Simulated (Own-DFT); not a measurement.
# Strain and stress in C40 NbSi2, 36 atoms (Nb12Si24)

These are calculations, not measurements. The program, named Own-DFT, is a retired in-house plane-wave density functional code that no person has reviewed. Each row is one single-point run on a periodic cell that was not relaxed, without spin or spin-orbit coupling.

Settings of every run: PBE; PseudoDojo norm-conserving scalar-relativistic files; cutoff 42 hartree; 4 x 4 x 5 k mesh centred on Gamma; cold (Marzari-Vanderbilt) smearing of 0.2 eV.

Known limits: forces on such cells failed a check on a denser k mesh; stress not checked against mesh or cutoff.

Unstrained cell vectors in Å: (0.000, 8.324, 0.000); (-9.613, 0.000, 0.000); (0.000, 0.000, 6.586). The unstrained cell was taken from the Materials Project. The random moves and any unrelaxed bonds add to the pressure at no strain. Each run strains this cell uniformly, with the atoms carried along. Every atom was also moved at random, by a Gaussian of width 0.05 Å on each axis. Strain is the symmetric tensor, in per cent. Stress is positive in tension, and the pressure is minus a third of its trace.

```
run  e_xx (%)  e_yy (%)  e_zz (%)  e_yz (%)  e_xz (%)  e_xy (%)  s_xx (GPa)  s_yy (GPa)  s_zz (GPa)  s_yz (GPa)  s_xz (GPa)  s_xy (GPa)  P (GPa)  E (meV/atom)
  1      0.99     -1.38     -1.60      1.46     -0.78     -0.48       -1.21       -8.87      -13.02        5.06       -3.29       -1.16     7.70          38.8
  2      1.09      0.92      1.19     -0.06      1.50     -1.07        2.98        2.75        2.72       -0.24        4.14       -2.48    -2.82           0.0
  3      1.47     -1.06      1.49     -1.57      0.70     -1.70        2.47       -3.95        2.63       -4.35        1.76       -4.56    -0.38          17.3
  4      1.48      1.41      0.70     -1.63     -0.80     -0.47        4.36        3.56        1.69       -4.65       -2.34       -1.16    -3.21           2.6
  5     -0.77      0.39      0.20     -0.30      0.41      0.90       -4.99       -1.12       -3.81       -0.73        0.78        2.39     3.31          11.7
  6     -1.01     -0.77     -0.46     -1.43      1.05     -1.27       -7.39       -6.97       -7.44       -4.87        3.04       -3.95     7.26          18.7
  7      0.34      0.02     -0.40      1.98     -1.13      0.80       -1.53       -2.09       -5.19        5.29       -3.63        2.46     2.94           8.1
  8     -1.28     -0.30     -0.12     -1.82     -1.81      0.81       -7.74       -4.31       -6.23       -5.74       -6.11        1.83     6.09          21.2
  9     -1.80     -1.68     -1.77      0.73     -0.61      0.87      -13.32      -11.86      -16.66        2.89       -1.53        3.40    13.95          49.5
 10      0.48     -1.77      0.14     -1.66      0.80      0.03       -1.91       -7.80       -4.68       -5.20        2.27       -0.01     4.80           8.2
 11     -1.17     -1.20     -0.47      0.65      0.12     -1.78       -8.42       -8.45       -7.63        1.66        0.16       -5.98     8.17          15.4
 12     -1.54     -0.52      0.11      1.42     -1.92     -0.80       -9.07       -5.26       -5.81        5.02       -6.40       -2.71     6.71          23.8
 13      1.18      0.96      1.13     -1.28     -1.21      1.81        2.30        3.05        2.72       -3.46       -3.64        5.00    -2.69           8.3
 14     -1.95     -1.51     -1.69     -0.63     -0.40     -0.89      -13.79      -10.75      -15.23       -2.15       -0.88       -2.88    13.26          31.3
 15     -1.92     -1.47     -0.74      1.74     -0.56     -0.24      -11.78      -10.22      -11.73        6.24       -0.99       -0.91    11.24          38.8
 16      0.20     -0.16     -1.85     -0.71     -1.14      1.81           ?           ?           ?           ?           ?           ?        ?             ?
```

E is the free energy for each atom above the lowest run shown.

## Worked fit

Each stress component was fitted by least squares to a constant and the strains of the runs shown, as fractions, with shears doubled. Shear strains stay in the fit of a normal stress only where such slopes are resolved. The slopes, in GPa:

```
stress,at no strain,per e_xx,per e_yy,per e_zz,scatter
s_xx,-2.9,379 ± 15,80 ± 20,81 ± 22,0.57
s_yy,-2.6,62 ± 12,355 ± 15,115 ± 17,0.43
s_zz,-4.3,79 ± 17,100 ± 21,479 ± 24,0.62
```

Each shear stress against twice its own strain: yz 157 ± 7, xz 156 ± 8, xy 150 ± 7 GPa. These are stiffnesses along x, y and z of the frame in which the cell vectors are given, which need not be the crystal's axes. The atoms are held to the strained lattice; where symmetry lets them move under strain, relaxing them would lower some slopes. The table should be nearly symmetric about its diagonal, and what it lacks of that shows the noise. A ninth of its sum, 192 ± 4 GPa, estimates the bulk modulus near the mean pressure of these runs, 5.1 GPa, so it lies above the value at zero pressure.

## Withheld run

Question: what normal stresses and pressure should run 16 give?

The fit gives s_xx = -3.8, s_yy = -5.1, s_zz = -13.2 and P = 7.4 GPa. The calculation gave -3.90, -4.34, -13.14 and P = 7.13 GPa.
